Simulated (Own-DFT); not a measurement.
## Calculated data, GaP (zincblende, atoms displaced)

All values are calculated (Own-DFT development build). A calculation, not a measurement: plane-wave PBE density functional theory by an unreviewed code, no spin, of a simulated periodic cell, stress positive in tension, free energy of the whole cell less one offset for each atom, forces on such cells passed a denser k mesh, this cell's mesh not checked; offsets are fitted by least squares, one for each functional and potential file, so energies compare only between cells with the same atoms and settings and are not formation energies; the far tail of each file's local potential was reset to the Coulomb form; each entry is a single point on an unrelaxed cell, so the pressure reflects the starting lattice, mostly measured values (interpolated for alloys), from which strain is counted, and rises with the displacements; printed positions are rounded, which can move forces by about a meV/angstrom; the program, named Own-DFT, is a retired in-house code; no spin-orbit coupling.

Common to all runs: functional PBE; potential files PseudoDojo norm-conserving, scalar-relativistic, standard set; wave cutoff 42 hartree; occupations Fermi-Dirac; smearing width 0.1 eV; hardware one NVIDIA H100; k mesh 3 x 3 x 3 centred on Gamma.

(1) GaP (zincblende, atoms displaced)

```cif
# cell vector a (Å): 10.9010 0.0000 0.0000
# cell vector b (Å): 0.0000 10.9010 0.0000
# cell vector c (Å): 0.0000 0.0000 10.9010
data_GaP
_symmetry_space_group_name_H-M 'P 1'
_symmetry_Int_Tables_number 1
_cell_length_a 10.9010
_cell_length_b 10.9010
_cell_length_c 10.9010
_cell_angle_alpha 90.000
_cell_angle_beta 90.000
_cell_angle_gamma 90.000
_cell_volume 1295.39
loop_
_atom_site_label
_atom_site_type_symbol
_atom_site_fract_x
_atom_site_fract_y
_atom_site_fract_z
_atom_site_occupancy
Ga1 Ga 0.00132 0.99545 0.00035 1
Ga2 Ga 0.99882 0.25239 0.23899 1
Ga3 Ga 0.25106 0.00060 0.25101 1
Ga4 Ga 0.25745 0.24475 0.99878 1
P1 P 0.11686 0.12634 0.12647 1
P2 P 0.12625 0.37131 0.38119 1
P3 P 0.37175 0.13030 0.37572 1
P4 P 0.37254 0.36940 0.12999 1
Ga5 Ga 0.00295 0.00947 0.48573 1
Ga6 Ga 0.00105 0.24841 0.74297 1
Ga7 Ga 0.25574 0.00061 0.75005 1
Ga8 Ga 0.25301 0.25266 0.50119 1
P5 P 0.12635 0.12473 0.62207 1
P6 P 0.12546 0.37482 0.87114 1
P7 P 0.37643 0.12691 0.87881 1
P8 P 0.37635 0.36764 0.62349 1
Ga9 Ga 0.99745 0.49561 0.00068 1
Ga10 Ga 0.00201 0.75719 0.25881 1
Ga11 Ga 0.24793 0.50001 0.24947 1
Ga12 Ga 0.24945 0.75080 0.99429 1
P9 P 0.12897 0.62210 0.12769 1
P10 P 0.12701 0.87397 0.38236 1
P11 P 0.37608 0.62546 0.36830 1
P12 P 0.37661 0.87699 0.12414 1
Ga13 Ga 0.99733 0.50080 0.49174 1
Ga14 Ga 0.99822 0.74954 0.75414 1
Ga15 Ga 0.25414 0.49994 0.75638 1
Ga16 Ga 0.24293 0.74529 0.50179 1
P13 P 0.12358 0.62744 0.61900 1
P14 P 0.12903 0.88077 0.87252 1
P15 P 0.37905 0.61907 0.88092 1
P16 P 0.37846 0.87569 0.61646 1
Ga17 Ga 0.50206 0.99782 0.99566 1
Ga18 Ga 0.49776 0.25526 0.24712 1
Ga19 Ga 0.75226 0.99649 0.23787 1
Ga20 Ga 0.74818 0.25297 0.00647 1
P17 P 0.61825 0.12523 0.12435 1
P18 P 0.62830 0.38165 0.37941 1
P19 P 0.87712 0.12145 0.37013 1
P20 P 0.86767 0.37176 0.12403 1
Ga21 Ga 0.49151 0.99807 0.50032 1
Ga22 Ga 0.49775 0.24989 0.74471 1
Ga23 Ga 0.75601 0.00352 0.75444 1
Ga24 Ga 0.75529 0.26421 0.50245 1
P21 P 0.62982 0.12922 0.61481 1
P22 P 0.63224 0.38114 0.87337 1
P23 P 0.87031 0.12614 0.87733 1
P24 P 0.87958 0.37162 0.62608 1
Ga25 Ga 0.49753 0.49524 0.00193 1
Ga26 Ga 0.49985 0.75049 0.24911 1
Ga27 Ga 0.75567 0.50339 0.24596 1
Ga28 Ga 0.74838 0.75937 0.99776 1
P25 P 0.62675 0.62447 0.12189 1
P26 P 0.62486 0.87067 0.37420 1
P27 P 0.86887 0.62434 0.37248 1
P28 P 0.88086 0.87451 0.12253 1
Ga29 Ga 0.50188 0.50128 0.50054 1
Ga30 Ga 0.50175 0.74769 0.74389 1
Ga31 Ga 0.75311 0.50194 0.74803 1
Ga32 Ga 0.74993 0.74528 0.49628 1
P29 P 0.62439 0.61922 0.62037 1
P30 P 0.62506 0.87913 0.87064 1
P31 P 0.87819 0.61890 0.87597 1
P32 P 0.87162 0.87553 0.62626 1
```

Results for GaP (zincblende, atoms displaced): free energy of cell above offsets -33.893 eV; pressure 3.1 GPa; stress xx -3.15 GPa; stress yy -3.13 GPa; stress zz -3.04 GPa; stress yz -0.04 GPa; stress xz -0.46 GPa; stress xy 0.27 GPa; wall time 518 s.

Force:
```tsv
element	x (eV/Å)	y (eV/Å)	z (eV/Å)
Ga	-0.026	0.829	-0.444
Ga	-0.166	0.108	1.479
Ga	-0.309	0.127	-0.074
Ga	-1.396	0.496	0.432
P	1.382	-0.545	-0.712
P	-0.382	0.351	-1.226
P	0.394	-0.411	-0.327
P	-0.217	0.825	-0.764
Ga	-0.093	-0.854	1.578
Ga	0.188	-0.423	0.903
Ga	-0.01	0.219	-0.463
Ga	-0.464	-0.489	0.118
P	0.217	-0.227	0.044
P	0.004	-0.493	0.562
P	0.565	-0.518	-0.957
P	-0.151	1.552	0.197
Ga	0.525	-0.034	0.245
Ga	0.008	-0.877	-0.579
Ga	0.145	-0.469	0.547
Ga	0.15	-0.09	0.588
P	-0.955	0.653	-0.442
P	0.255	0.47	-0.762
P	-0.308	-0.144	0.86
P	-0.26	-0.184	-0.199
Ga	0.142	-0.078	0.587
Ga	0.173	0.196	-0.518
Ga	-0.265	-0.02	-1.041
Ga	1.29	0.215	-0.505
P	-0.358	-0.925	1.291
P	-0.286	-0.657	-0.04
P	-0.151	0.997	-0.766
P	-1.027	-0.919	1.278
Ga	-0.276	0.138	0.34
Ga	0.74	-0.499	1.139
Ga	-0.493	0.281	0.992
Ga	-0.73	-0.671	-0.958
P	0.494	0.008	0.008
P	-0.068	-0.268	-1.121
P	-1	1.269	-0.626
P	0.968	0.738	0.228
Ga	1.511	0.961	-0.956
Ga	1.172	-0.31	0.537
Ga	-0.796	0.056	-1.063
Ga	-0.258	-1.401	-0.825
P	-0.37	-0.518	0.813
P	-0.953	-0.805	0.104
P	1.005	0.402	0.361
P	0.11	1.303	-0.016
Ga	0.677	-0.267	0.329
Ga	0.305	-0.073	-0.293
Ga	-1.026	-0.233	0.039
Ga	0.213	-0.991	-0.083
P	-0.186	0.281	-0.021
P	0.039	0.701	-0.214
P	1.079	0.311	-0.083
P	-0.217	-0.491	0.093
Ga	-0.895	-0.296	-0.331
Ga	-0.066	-0.058	0.349
Ga	0.131	-0.107	-0.2
Ga	-0.282	0.612	0.647
P	0.461	0.63	0.573
P	-0.078	-0.38	-0.255
P	-0.44	0.98	0.123
P	0.608	0.016	-0.519
```

(2) GaP (zincblende, atoms displaced)

```cif
# cell vector a (Å): 10.9010 0.0000 0.0000
# cell vector b (Å): 0.0000 10.9010 0.0000
# cell vector c (Å): 0.0000 0.0000 10.9010
data_GaP
_symmetry_space_group_name_H-M 'P 1'
_symmetry_Int_Tables_number 1
_cell_length_a 10.9010
_cell_length_b 10.9010
_cell_length_c 10.9010
_cell_angle_alpha 90.000
_cell_angle_beta 90.000
_cell_angle_gamma 90.000
_cell_volume 1295.39
loop_
_atom_site_label
_atom_site_type_symbol
_atom_site_fract_x
_atom_site_fract_y
_atom_site_fract_z
_atom_site_occupancy
Ga1 Ga 0.99249 0.00244 0.99871 1
Ga2 Ga 0.99342 0.25087 0.25391 1
Ga3 Ga 0.24613 0.00202 0.25267 1
Ga4 Ga 0.24224 0.23745 0.00417 1
P1 P 0.13171 0.12901 0.12757 1
P2 P 0.12430 0.37473 0.37286 1
P3 P 0.37213 0.12697 0.37204 1
P4 P 0.37447 0.37408 0.12104 1
Ga5 Ga 0.99565 0.99866 0.50463 1
Ga6 Ga 0.00330 0.25145 0.75221 1
Ga7 Ga 0.25244 0.00045 0.75355 1
Ga8 Ga 0.24797 0.25141 0.50564 1
P5 P 0.12030 0.12552 0.63142 1
P6 P 0.13211 0.37896 0.87897 1
P7 P 0.36904 0.12516 0.87974 1
P8 P 0.37438 0.37849 0.62877 1
Ga9 Ga 0.00025 0.49348 0.00276 1
Ga10 Ga 0.99578 0.74907 0.24419 1
Ga11 Ga 0.24746 0.49161 0.24559 1
Ga12 Ga 0.25662 0.74741 0.00463 1
P9 P 0.13238 0.62703 0.12633 1
P10 P 0.12757 0.87997 0.37886 1
P11 P 0.37754 0.61593 0.37825 1
P12 P 0.37401 0.87720 0.12291 1
Ga13 Ga 0.00363 0.50084 0.49734 1
Ga14 Ga 0.99476 0.75191 0.75545 1
Ga15 Ga 0.25173 0.50493 0.74739 1
Ga16 Ga 0.25088 0.74996 0.49592 1
P13 P 0.13058 0.62447 0.62048 1
P14 P 0.12959 0.87109 0.87833 1
P15 P 0.38121 0.62432 0.87309 1
P16 P 0.37146 0.87335 0.62125 1
Ga17 Ga 0.49983 0.99751 0.99681 1
Ga18 Ga 0.49990 0.24597 0.25561 1
Ga19 Ga 0.74678 0.99504 0.25130 1
Ga20 Ga 0.74834 0.24313 0.00002 1
P17 P 0.62413 0.12633 0.12268 1
P18 P 0.63738 0.38331 0.37575 1
P19 P 0.87233 0.12924 0.37440 1
P20 P 0.87253 0.37158 0.12751 1
Ga21 Ga 0.50086 0.00259 0.50082 1
Ga22 Ga 0.48915 0.24222 0.74753 1
Ga23 Ga 0.75078 0.99677 0.74956 1
Ga24 Ga 0.74367 0.25257 0.49853 1
P21 P 0.62186 0.12574 0.63341 1
P22 P 0.62375 0.38440 0.88014 1
P23 P 0.88628 0.13254 0.87246 1
P24 P 0.87633 0.37408 0.61962 1
Ga25 Ga 0.49855 0.50864 0.99615 1
Ga26 Ga 0.50698 0.75077 0.24451 1
Ga27 Ga 0.75268 0.49606 0.24950 1
Ga28 Ga 0.75678 0.74611 0.99997 1
P25 P 0.62111 0.62434 0.12418 1
P26 P 0.62286 0.88372 0.37644 1
P27 P 0.87443 0.62212 0.37564 1
P28 P 0.87167 0.88076 0.12952 1
Ga29 Ga 0.49278 0.49270 0.50050 1
Ga30 Ga 0.49825 0.75638 0.75322 1
Ga31 Ga 0.74937 0.50335 0.75381 1
Ga32 Ga 0.74623 0.75245 0.50367 1
P29 P 0.62413 0.62940 0.62513 1
P30 P 0.62595 0.86629 0.86484 1
P31 P 0.87245 0.62772 0.88749 1
P32 P 0.87181 0.88551 0.62545 1
```

It finds free energy of cell above offsets -33.482 eV; pressure 3.2 GPa; stress xx -3.2 GPa; stress yy -3.14 GPa; stress zz -3.27 GPa; stress yz 0.64 GPa; stress xz 1.05 GPa; stress xy -0.04 GPa; wall time 521.5 s.

Force:
```tsv
element	x (eV/Å)	y (eV/Å)	z (eV/Å)
Ga	1.282	-0.223	0.364
Ga	0.822	-0.001	-0.298
Ga	0.469	-0.234	-0.286
Ga	1.205	2.037	-0.723
P	-2.359	-1.193	0.888
P	-0.062	-0.333	0.315
P	0.08	-0.138	1.018
P	0.335	-0.391	-0.062
Ga	0.566	0.882	-0.687
Ga	0.31	1.32	-0.448
Ga	-0.433	-0.33	-0.383
Ga	-0.162	-0.084	-0.285
P	0.669	-0.321	-0.498
P	-0.344	-0.442	-0.398
P	0.563	-0.361	-0.283
P	-0.258	-0.842	-0.086
Ga	0.276	0.578	0.288
Ga	0.614	0.061	0.72
Ga	0.532	0.47	0.341
Ga	-0.122	-0.033	-0.654
P	-0.934	-0.418	-0.042
P	-0.865	-0.562	-0.38
P	-0.408	0.938	-1.095
P	0.29	0.017	0.669
Ga	-0.078	-0.139	0.158
Ga	0.478	-0.13	-0.382
Ga	-0.064	-0.028	0.503
Ga	0.251	-0.307	-0.174
P	-1.042	0.503	0.544
P	-0.51	0.307	0.12
P	-0.955	0.737	-0.246
P	0.366	0.467	0.385
Ga	0.391	-0.045	-0.161
Ga	0.418	1.143	-0.549
Ga	0.02	1.266	0.024
Ga	0.157	0.899	-0.462
P	-0.192	-0.749	0.365
P	-2.127	-0.99	0.212
P	-0.284	-0.93	0.416
P	0.119	-0.079	-0.528
Ga	-0.589	0.264	0.246
Ga	0.556	1.083	0.912
Ga	-0.137	1.002	0.703
Ga	0.461	-0.414	0.591
P	0.326	-0.028	-0.821
P	-0.013	-1.47	-0.602
P	-1.788	-0.856	0.308
P	-0.049	0.291	0.857
Ga	-0.021	-0.999	0.767
Ga	-0.882	0.191	0.907
Ga	0.132	1.045	-0.57
Ga	-1.454	1.095	1.003
P	1.142	-0.035	0.026
P	0.02	-1.183	0.034
P	-0.049	0.774	-0.089
P	0.18	-0.568	-0.777
Ga	1.412	0.556	0.081
Ga	-0.536	-0.905	-1.34
Ga	0.22	-0.035	-0.459
Ga	0.302	0.11	-0.475
P	-0.491	-0.574	0.202
P	0.781	1.252	1.808
P	1.225	-1.193	-1.552
P	0.239	-1.726	0.019
```

(3) GaP (zincblende, atoms displaced)

```cif
# cell vector a (Å): 10.9010 0.0000 0.0000
# cell vector b (Å): 0.0000 10.9010 0.0000
# cell vector c (Å): 0.0000 0.0000 10.9010
data_GaP
_symmetry_space_group_name_H-M 'P 1'
_symmetry_Int_Tables_number 1
_cell_length_a 10.9010
_cell_length_b 10.9010
_cell_length_c 10.9010
_cell_angle_alpha 90.000
_cell_angle_beta 90.000
_cell_angle_gamma 90.000
_cell_volume 1295.39
loop_
_atom_site_label
_atom_site_type_symbol
_atom_site_fract_x
_atom_site_fract_y
_atom_site_fract_z
_atom_site_occupancy
Ga1 Ga 0.00110 0.00222 0.99903 1
Ga2 Ga 0.00074 0.25275 0.25414 1
Ga3 Ga 0.24989 0.00157 0.25400 1
Ga4 Ga 0.24756 0.25385 0.01030 1
P1 P 0.12265 0.13306 0.12732 1
P2 P 0.13046 0.38414 0.37460 1
P3 P 0.36807 0.12298 0.37583 1
P4 P 0.37967 0.38866 0.11804 1
Ga5 Ga 0.00315 0.00016 0.49994 1
Ga6 Ga 0.99851 0.24429 0.74075 1
Ga7 Ga 0.25555 0.00472 0.75353 1
Ga8 Ga 0.25666 0.25136 0.50613 1
P5 P 0.12597 0.12457 0.62549 1
P6 P 0.12797 0.36946 0.87153 1
P7 P 0.38407 0.12915 0.87482 1
P8 P 0.37219 0.37486 0.62100 1
Ga9 Ga 0.00235 0.50301 0.00794 1
Ga10 Ga 0.00485 0.75111 0.24380 1
Ga11 Ga 0.25045 0.50109 0.24337 1
Ga12 Ga 0.24634 0.75230 0.99317 1
P9 P 0.12547 0.61583 0.12596 1
P10 P 0.12743 0.86943 0.38154 1
P11 P 0.37453 0.62480 0.36709 1
P12 P 0.37589 0.87333 0.13142 1
Ga13 Ga 0.99972 0.49607 0.49828 1
Ga14 Ga 0.00594 0.74168 0.74909 1
Ga15 Ga 0.26102 0.49495 0.75622 1
Ga16 Ga 0.25311 0.75067 0.49944 1
P13 P 0.12686 0.62593 0.62562 1
P14 P 0.12572 0.87211 0.87494 1
P15 P 0.37808 0.62599 0.87697 1
P16 P 0.37299 0.87332 0.62170 1
Ga17 Ga 0.50305 0.00747 0.99440 1
Ga18 Ga 0.48988 0.25268 0.24885 1
Ga19 Ga 0.74830 0.99938 0.25044 1
Ga20 Ga 0.74838 0.24989 0.99806 1
P17 P 0.62267 0.12469 0.13170 1
P18 P 0.62477 0.37388 0.37560 1
P19 P 0.87418 0.12401 0.37689 1
P20 P 0.87561 0.37593 0.11823 1
Ga21 Ga 0.50249 0.99591 0.49460 1
Ga22 Ga 0.49638 0.25446 0.74225 1
Ga23 Ga 0.75808 0.99548 0.74580 1
Ga24 Ga 0.74678 0.24297 0.48798 1
P21 P 0.62460 0.12633 0.62442 1
P22 P 0.62370 0.37093 0.87233 1
P23 P 0.87435 0.11687 0.87464 1
P24 P 0.87956 0.36365 0.62103 1
Ga25 Ga 0.50372 0.50325 0.99545 1
Ga26 Ga 0.50115 0.75198 0.24833 1
Ga27 Ga 0.74364 0.49904 0.24827 1
Ga28 Ga 0.73824 0.75391 0.99837 1
P25 P 0.62461 0.62939 0.12054 1
P26 P 0.62536 0.88211 0.38485 1
P27 P 0.88015 0.62034 0.36933 1
P28 P 0.88013 0.87242 0.12431 1
Ga29 Ga 0.49968 0.50213 0.49474 1
Ga30 Ga 0.49930 0.75713 0.74691 1
Ga31 Ga 0.75217 0.50076 0.74820 1
Ga32 Ga 0.75038 0.74881 0.49610 1
P29 P 0.62691 0.62838 0.61902 1
P30 P 0.62187 0.87149 0.87472 1
P31 P 0.87436 0.62936 0.87565 1
P32 P 0.88283 0.88117 0.62403 1
```

It finds free energy of cell above offsets -33.925 eV; pressure 3.1 GPa; stress xx -3.16 GPa; stress yy -3.07 GPa; stress zz -3.07 GPa; stress yz 0.13 GPa; stress xz -0.21 GPa; stress xy 0.48 GPa; wall time 524.3 s.

Force:
```tsv
element	x (eV/Å)	y (eV/Å)	z (eV/Å)
Ga	0.294	-0.243	0.252
Ga	-0.305	0.496	0.085
Ga	-0.668	-0.484	-0.474
Ga	0.662	0.134	-1.016
P	0.138	-1.135	0.267
P	0.108	-1.198	0.088
P	0.869	0.465	0.266
P	-0.389	-1.229	0.592
Ga	0.168	0.163	-0.225
Ga	0.234	-0.076	1.33
Ga	-0.205	-0.375	-0.067
Ga	-1.286	-0.359	-0.894
P	0.608	-0.233	-0.258
P	-0.552	0.324	0.333
P	-1.192	0.457	0.125
P	0.975	0.874	0.231
Ga	-0.397	-0.6	-1.671
Ga	0.082	-0.449	0.661
Ga	0.409	-0.157	0.554
Ga	0.556	-0.529	1.216
P	0.391	1.805	-0.371
P	-0.386	0.666	-1.005
P	0.079	0.159	0.531
P	-0.377	0.701	-1.232
Ga	0.098	0.386	0.481
Ga	-0.602	0.864	0.064
Ga	-1.021	0.448	-0.287
Ga	-0.017	-0.825	0.093
P	0.625	-1.003	-0.245
P	-0.182	0.844	-0.421
P	0.078	0.403	-0.511
P	0.252	0.739	0.233
Ga	0.031	-0.893	0.917
Ga	0.299	0.066	0.117
Ga	0.484	-0.241	0.027
Ga	0.128	-0.486	0.152
P	0.072	0.4	-0.602
P	-0.514	-0.019	-0.505
P	0.684	-0.385	-0.781
P	-0.429	-0.293	0.872
Ga	-1.046	1.244	1.275
Ga	0.526	-0.272	0.203
Ga	-1.05	0.175	0.263
Ga	-0.004	0.455	1.246
P	0.041	-0.417	-0.139
P	0.118	0.562	-0.237
P	-0.006	0.992	-0.092
P	-1.129	1.008	-0.429
Ga	0.505	0.131	-0.294
Ga	0.398	0.106	0.533
Ga	0.63	0.064	-0.305
Ga	1.58	-0.169	0.081
P	-0.159	-0.508	0.721
P	0.716	-1.463	-1.834
P	-0.607	0.485	0.104
P	-0.9	0.426	-0.215
Ga	-0.041	0.057	0.197
Ga	-0.051	-0.898	-0.134
Ga	0.186	-0.313	-0.179
Ga	0.969	0.213	0.075
P	-0.344	-0.364	0.641
P	0.182	1.212	-0.565
P	-0.072	-0.373	0.281
P	-0.244	-1.536	-0.114
```
